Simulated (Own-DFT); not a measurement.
## Calculated data, Hf$_{36}$O$_{71}$ (tetragonal hafnia with one neutral oxygen vacancy, atoms displaced)

A calculation, not a measurement: plane-wave PBE and HSE06 DFT by an unreviewed code, no spin, of a simulated cell at Gamma alone, so results move with cell size and shape, stress positive in tension, energies less offsets, not probed for a lower state with spin; hafnium file: forces about 75 meV/angstrom off all-electron values; oxygen file: force components 24 meV/angstrom off all-electron in a glass; k mesh not checked against a denser one; forces and stress are PBE's, HSE06 gives the energy alone, and its difference from PBE has offsets of its own; offsets are fitted by least squares, one for each functional and potential file, so energies compare only between cells with the same atoms and settings and are not formation energies; the far tail of each file's local potential was reset to the Coulomb form; each entry is a single point on an unrelaxed cell, so the pressure reflects the starting lattice, taken from the Materials Project, from which strain is counted, and rises with the displacements; printed positions are rounded, which can move forces by about a meV/angstrom; the program is a retired in-house code; no spin-orbit coupling. Program: Own-DFT development build.

```xyz
107
Lattice="10.7800 0.0000 0.0000 0.0000 10.7800 0.0000 0.0000 0.0000 10.4493" Properties=species:S:1:pos:R:3:force_x:R:1:force_y:R:1:force_z:R:1 formula=Hf36O71 first_functional=PBE second_functional=HSE06 exact_exchange_share=0.25 screening=0.11 exchange_divergence=Gygi-Baldereschi potential_files=PseudoDojo_norm-conserving,scalar-relativistic,made_for_PBE,standard_set wave_cutoff=48 occupations=fixed k_mesh=1_x_1_x_1_centred_on_Gamma PBE_energy_of_cell_above_offsets=-100.264 HSE06_less_PBE_above_offsets=-0.105 PBE_pressure=1.25 PBE_stress_xx=-1.55 PBE_stress_yy=-0.26 PBE_stress_zz=-1.94 PBE_stress_yz=0.21 PBE_stress_xz=-0.54 PBE_stress_xy=-0.08
Hf     0.0218     0.0359    10.4166     -0.085     -1.008      0.702
Hf     1.7874     1.8451     2.5869      0.631     -1.285      0.037
O      0.0292     1.7735     1.5866     -0.931      0.034      0.113
O      1.7668    10.7470     3.5909      0.406      0.808      0.498
O      0.0219     1.8194     4.2078     -0.784     -0.641       0.01
O      1.8571     0.0018     1.0695      -1.17       -0.1     -1.102
Hf    10.7475    10.7515     5.2144       1.01     -0.189     -0.356
Hf     1.7805     1.7755     7.9118      0.195      0.159     -0.998
O      0.0037     1.7880     6.8408      0.212      0.472      0.132
O      1.7961    10.7676     8.7868     -0.302      0.296      1.344
O     10.7681     1.8389     9.4768       0.57     -0.687     -0.712
O      1.7667     0.0013     6.2481      0.127      0.422     -0.308
Hf    10.7749     3.6080     0.0311     -0.426      0.895     -0.368
Hf     1.8077     5.4206     2.5921     -0.701      -0.47      0.928
O      0.0009     5.3764     1.6114     -0.043      0.259      0.224
O      1.7594     3.5561     3.6384      0.238      1.015      0.099
O     10.7576     5.3689     4.2346      0.041      0.145      0.284
O      1.7610     3.6242     1.0172      0.773     -0.224      0.301
Hf     0.0338     3.5868     5.2412     -0.551      0.033     -0.435
Hf     1.8106     5.3292     7.8107     -0.654      1.399      0.433
O      0.0081     5.4098     6.8418      -0.38     -0.203        0.1
O      1.7785     3.6108     8.8639      0.385     -0.324     -0.106
O     10.7643     5.3889     9.5004      0.236      0.348     -0.434
O      1.7927     3.5857     6.2194      0.509      0.168      0.745
Hf     0.0199     7.1991     0.0494     -0.776     -0.061     -1.018
Hf     1.7969     8.9591     2.5929      0.021      0.478      0.178
O     10.7541     9.0446     1.5925      0.388     -0.231     -0.006
O      1.7611     7.1628     3.6029     -0.202       0.37      0.194
O     10.7566     8.9520     4.1600     -0.394      0.569      0.369
O      1.7752     7.2108     1.0449      0.346      0.027      0.169
Hf    10.7776     7.1799     5.2386      0.101      0.185     -0.214
Hf     1.8014     8.9880     7.8529     -0.417     -0.643     -0.879
O     10.7369     9.0170     6.7918      1.076     -0.442      0.192
O      1.7534     7.2380     8.8903      0.366     -1.152     -0.323
O     10.7243     8.9931     9.4548      0.448      0.246      0.009
O      1.8262     7.2388     6.2040     -1.292     -0.344      0.647
Hf     3.6088    10.7537     0.0448      0.459      0.173     -0.529
Hf     5.4395     1.7104     2.6370     -1.671      2.416     -1.072
O      3.5980     1.8111     1.5554     -0.002      0.065      0.917
O      5.3942     0.0407     3.6541      0.264     -1.238      0.466
O      3.6414     1.8193     4.1992     -0.493     -0.486      0.095
O      5.3878    10.7788     0.9812      0.594       0.15      1.101
Hf     3.5299     0.0408     5.2213      0.174     -1.096      0.285
Hf     5.3257     1.8192     7.7415      1.972     -0.999      2.231
O      3.6352     1.7483     6.8090     -2.393      0.268     -0.584
O      5.3910    10.7576     8.8618     -0.128      0.905     -0.474
O      3.6080     1.7887     9.4678     -0.675      0.356     -0.691
O      5.3883    10.7407     6.2542      0.003      0.348     -0.788
Hf     3.5572     3.6134     0.0071      0.892     -1.415      0.489
Hf     5.3562     5.3754     2.6372       0.64      0.503      0.284
O      3.5469     5.4495     1.6295      0.608     -0.335     -0.853
O      5.3549     3.5825     3.5971     -0.017     -0.432      0.055
O      3.6000     5.4264     4.1714     -0.207     -0.934      0.659
O      5.3711     3.5500     0.9860      0.006      0.852      0.069
Hf     3.5889     3.5716     5.2123      0.589      0.984     -0.897
Hf     5.3778     5.3317     7.8535      0.534       0.83      0.164
O      3.5965     5.4188     6.8371     -0.394     -0.354      0.207
O      5.4042     3.5544     8.8759     -0.411       0.74     -0.516
O      3.6025     5.4070     9.5010     -0.228     -0.874     -1.148
O      5.3494     3.6148     6.2465      0.526     -0.329     -0.052
Hf     3.5548     7.1229     0.0053      1.138      1.896       0.32
Hf     5.3736     9.0287     2.6363     -0.236      -1.52     -0.488
O      3.6205     9.0120     1.5684     -0.299     -0.109      0.686
O      5.3559     7.2145     3.6464      0.426     -0.062     -0.557
O      3.5786     8.9624     4.2252      0.002      1.051     -0.492
O      5.3827     7.1870     1.0413     -0.302     -0.421      -0.21
Hf     3.5921     7.2144     5.2651      0.332     -0.114     -1.084
Hf     5.3669     9.0009     7.8514      0.347     -0.191     -0.014
O      3.5336     9.0116     6.7904      0.429      0.103       0.62
O      5.3967     7.1745     8.8305     -0.394     -0.594     -0.259
O      3.6604     8.9811     9.4598     -0.658     -0.409     -0.315
O      5.3277     7.2399     6.1895      1.499      -0.17      0.633
Hf     7.2243     0.0331     0.0185     -1.005     -0.466     -1.898
Hf     8.9711     1.8030     2.5796      0.397     -0.238       0.37
O      7.1416     1.7887     1.5734      1.462     -0.075     -0.037
O      7.2010     1.8213     4.1816      0.369     -0.689     -0.185
O      8.9775    10.7626     1.0090      0.408      0.502      0.598
Hf     7.1921     0.0177     5.1610       0.08     -0.802      1.478
Hf     8.9895     1.8239     7.8312     -0.487     -0.442      0.789
O      7.1964     1.8087     6.8688     -0.219      -0.12     -1.374
O      8.9884     0.0007     8.8564      0.013      0.383     -0.043
O      7.1591     1.8144     9.3707       0.61     -0.131      1.249
O      9.0487    10.7486     6.2467     -1.809      0.552     -0.971
Hf     7.1848     3.6019     0.0184     -0.501     -0.114     -0.634
Hf     8.9748     5.3569     2.6449       0.15      0.786      0.015
O      7.2299     5.3546     1.6723     -0.961     -0.027     -0.886
O      8.9736     3.6126     3.6510     -0.019     -1.173     -0.059
O      7.1869     5.3720     4.1583      0.003      0.141       1.08
O      9.0049     3.6258     0.9976     -0.499     -0.582      0.714
Hf     7.2805     3.5524     5.2468     -2.311       1.43     -0.954
Hf     8.9076     5.4255     7.8323      0.668      0.282      1.062
O      7.1685     5.3701     6.7799     -0.161      0.161      0.441
O      9.0177     3.5845     8.8802     -0.298       0.64     -0.622
O      7.1584     5.4204     9.4703      0.208      -0.82     -0.374
O      8.9135     3.5723     6.2434      2.411      0.083      0.751
Hf     7.1883     7.2146     0.0480     -0.499      0.328     -0.813
Hf     8.9661     8.9752     2.5672      0.192      0.031      0.325
O      7.1527     8.9602     1.5435      0.311      0.359      0.747
O      8.9787     7.1986     3.6333     -0.116      -0.17      0.016
O      7.1792     8.9549     4.2181      0.286       1.42     -0.761
O      8.9863     7.2140     0.9963      0.164      0.067      0.761
Hf     7.2036     7.2206     5.2032     -0.862     -0.935      0.305
Hf     8.9662     8.9626     7.8072     -0.275      0.128       0.75
O      7.2014     8.9633     6.7906      -0.38       0.15      -0.09
O      8.9384     7.2162     8.9080      0.232     -0.845     -0.811
O      7.1334     8.9410     9.3855       0.29      0.991      0.648
O      8.9713     7.2303     6.2880      0.258     -0.683     -0.291
```

Units: screening in 1/bohr; wave_cutoff in hartree; PBE_energy_of_cell_above_offsets, HSE06_less_PBE_above_offsets in eV; PBE_pressure, PBE_stress_xx, PBE_stress_yy, PBE_stress_zz, PBE_stress_yz, PBE_stress_xz, PBE_stress_xy in GPa; force_x, force_y, force_z in eV/Å.
